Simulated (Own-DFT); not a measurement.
# Computed records: SiC (3C silicon carbide, strained, atoms displaced)

A calculation, not a measurement: plane-wave PBE density functional theory by an unreviewed code, no spin, of a simulated periodic cell, stress positive in tension, free energy of the whole cell less one offset for each atom, forces on such cells passed a denser k mesh, this cell's mesh not checked; offsets are fitted by least squares, one for each functional and potential file, so energies compare only between cells with the same atoms and settings and are not formation energies; the far tail of each file's local potential was reset to the Coulomb form; each entry is a single point on an unrelaxed cell, so the pressure reflects the starting lattice, mostly measured values (interpolated for alloys), from which strain is counted, and rises with the displacements; printed positions are rounded, which can move forces by about a meV/angstrom; the program, named Own-DFT, is a retired in-house code; no spin-orbit coupling. Program: Own-DFT development build.

Entry: SiC (3C silicon carbide, strained, atoms displaced)

```cif
# cell vector a (Å): 8.6326 0.0342 -0.1697
# cell vector b (Å): 0.0342 8.7563 0.0659
# cell vector c (Å): -0.1697 0.0659 8.6279
data_SiC
_symmetry_space_group_name_H-M 'P 1'
_symmetry_Int_Tables_number 1
_cell_length_a 8.6343
_cell_length_b 8.7566
_cell_length_c 8.6298
_cell_angle_alpha 89.136
_cell_angle_beta 92.251
_cell_angle_gamma 89.558
_cell_volume 651.88
loop_
_atom_site_label
_atom_site_type_symbol
_atom_site_fract_x
_atom_site_fract_y
_atom_site_fract_z
_atom_site_occupancy
Si1 Si 0.99810 0.99499 0.00600 1
Si2 Si 0.00511 0.24748 0.24898 1
Si3 Si 0.25260 0.00040 0.25617 1
Si4 Si 0.24946 0.25324 0.00048 1
C1 C 0.12627 0.12662 0.13457 1
C2 C 0.11449 0.37311 0.36605 1
C3 C 0.38204 0.12199 0.37581 1
C4 C 0.37945 0.38014 0.12811 1
Si5 Si 0.00483 0.00171 0.50927 1
Si6 Si 0.99516 0.25038 0.74454 1
Si7 Si 0.25757 0.00465 0.75125 1
Si8 Si 0.25838 0.25534 0.49760 1
C5 C 0.12616 0.13071 0.62555 1
C6 C 0.11171 0.38457 0.87203 1
C7 C 0.36892 0.11783 0.86650 1
C8 C 0.37399 0.37242 0.62484 1
Si9 Si 0.00164 0.51005 0.01181 1
Si10 Si 0.99386 0.75615 0.25494 1
Si11 Si 0.25309 0.50041 0.25227 1
Si12 Si 0.25290 0.75431 0.99951 1
C9 C 0.12794 0.62732 0.12285 1
C10 C 0.12271 0.87364 0.37962 1
C11 C 0.37623 0.61321 0.37788 1
C12 C 0.37472 0.87784 0.13227 1
Si13 Si 0.99485 0.49585 0.50170 1
Si14 Si 0.00169 0.74970 0.75880 1
Si15 Si 0.23922 0.50125 0.74282 1
Si16 Si 0.24576 0.75105 0.50208 1
C13 C 0.12951 0.62102 0.61612 1
C14 C 0.11118 0.88144 0.87425 1
C15 C 0.37165 0.62172 0.87419 1
C16 C 0.37113 0.88182 0.63020 1
Si17 Si 0.50021 0.00075 0.00736 1
Si18 Si 0.48906 0.24451 0.25723 1
Si19 Si 0.76003 0.99766 0.24710 1
Si20 Si 0.75365 0.25570 0.99888 1
C17 C 0.62187 0.12262 0.12713 1
C18 C 0.63407 0.37083 0.36914 1
C19 C 0.88236 0.12769 0.35959 1
C20 C 0.87392 0.36847 0.12711 1
Si21 Si 0.49417 0.00111 0.50682 1
Si22 Si 0.49790 0.24840 0.75103 1
Si23 Si 0.75644 0.99848 0.74836 1
Si24 Si 0.75293 0.24606 0.49188 1
C21 C 0.62130 0.12268 0.62739 1
C22 C 0.62380 0.38320 0.86996 1
C23 C 0.86750 0.12319 0.87975 1
C24 C 0.87432 0.38053 0.63742 1
Si25 Si 0.50875 0.49833 0.00052 1
Si26 Si 0.49624 0.74887 0.24836 1
Si27 Si 0.74429 0.49526 0.25136 1
Si28 Si 0.74968 0.75068 0.00680 1
C25 C 0.62358 0.63156 0.11924 1
C26 C 0.62784 0.87901 0.37054 1
C27 C 0.87236 0.62207 0.37245 1
C28 C 0.87054 0.88531 0.12029 1
Si29 Si 0.50022 0.50587 0.49128 1
Si30 Si 0.49692 0.75698 0.75569 1
Si31 Si 0.74980 0.49001 0.76062 1
Si32 Si 0.75429 0.74761 0.49493 1
C29 C 0.62199 0.62746 0.63326 1
C30 C 0.63362 0.88162 0.87535 1
C31 C 0.86801 0.62209 0.86104 1
C32 C 0.85981 0.86689 0.62935 1
```

- functional: PBE
- potential files: PseudoDojo norm-conserving, scalar-relativistic, standard set
- wave cutoff: 42 hartree
- occupations: Fermi-Dirac
- smearing width: 0.1 eV
- hardware: one NVIDIA H100
- k mesh: 4 x 4 x 4 centred on Gamma
- free energy of cell above offsets: -4.011 eV
- pressure: 9.33 GPa
- stress xx: -10.42 GPa
- stress yy: -6.99 GPa
- stress zz: -10.6 GPa
- stress yz: 2.86 GPa
- stress xz: -10.91 GPa
- stress xy: 0.4 GPa
- wall time: 357.4 s

Force:
```
element  x (eV/Å)  y (eV/Å)  z (eV/Å)
     Si      0.46     2.445    -0.908
     Si    -0.932     0.119    -0.926
     Si    -0.584    -0.426    -0.154
     Si    -0.635     0.065     -0.65
      C     0.613     -0.61    -1.982
      C     2.521     1.319     2.076
      C    -2.428     0.415     0.971
      C    -0.574    -0.725     -0.46
     Si    -1.493    -0.491    -1.112
     Si     0.886    -0.808     2.426
     Si    -3.984    -1.586    -1.221
     Si     -2.04    -0.987    -0.322
      C     0.417     0.052    -0.138
      C     1.611     -1.14     0.863
      C     2.361     3.042     3.719
      C     0.312     1.391     -0.22
     Si    -1.762     -2.03    -2.551
     Si     0.756    -1.135    -0.993
     Si    -1.439    -0.625    -0.842
     Si    -0.714    -0.559    -0.234
      C     0.166     1.799     1.714
      C     0.189     0.976    -0.315
      C    -1.688     4.246    -1.799
      C    -0.872     0.054    -1.136
     Si     0.415     0.085    -0.395
     Si    -1.386    -0.978    -2.315
     Si     2.183    -1.313     1.859
     Si     1.445    -0.761     0.114
      C    -2.068     1.735     0.344
      C     3.047    -0.204     0.481
      C    -0.003     0.921     0.117
      C    -0.236     -1.17    -1.063
     Si     0.519    -0.331     -1.44
     Si     3.453     0.821    -1.958
     Si    -2.726     1.245      0.56
     Si    -1.628    -1.624      0.16
      C     0.338     1.569      0.15
      C     -2.91     0.473     0.919
      C    -0.557    -1.121     3.352
      C     0.437     2.369    -0.068
     Si     2.233    -1.095    -0.575
     Si     0.479    -0.039    -0.195
     Si    -1.704     0.278     0.729
     Si     0.331    -0.296     1.549
      C     1.023     0.897    -0.516
      C    -1.022    -2.754     1.943
      C     1.788     0.698    -0.846
      C    -0.919    -0.988    -3.328
     Si    -1.793     0.643    -0.484
     Si      1.23    -0.217     1.028
     Si     1.339     0.594    -1.417
     Si     0.326      0.17    -2.616
      C     0.043    -1.046     1.575
      C    -0.601    -0.665     0.632
      C     0.065      0.36    -0.042
      C     1.022    -2.808     1.203
     Si      2.81    -2.655     3.975
     Si     1.258    -1.305    -0.043
     Si    -0.658     2.503    -3.126
     Si    -2.265    -0.569     0.993
      C     0.166    -0.381    -1.636
      C    -2.059    -0.603     0.868
      C       1.7     1.376     4.389
      C     3.736     1.383    -0.685
```
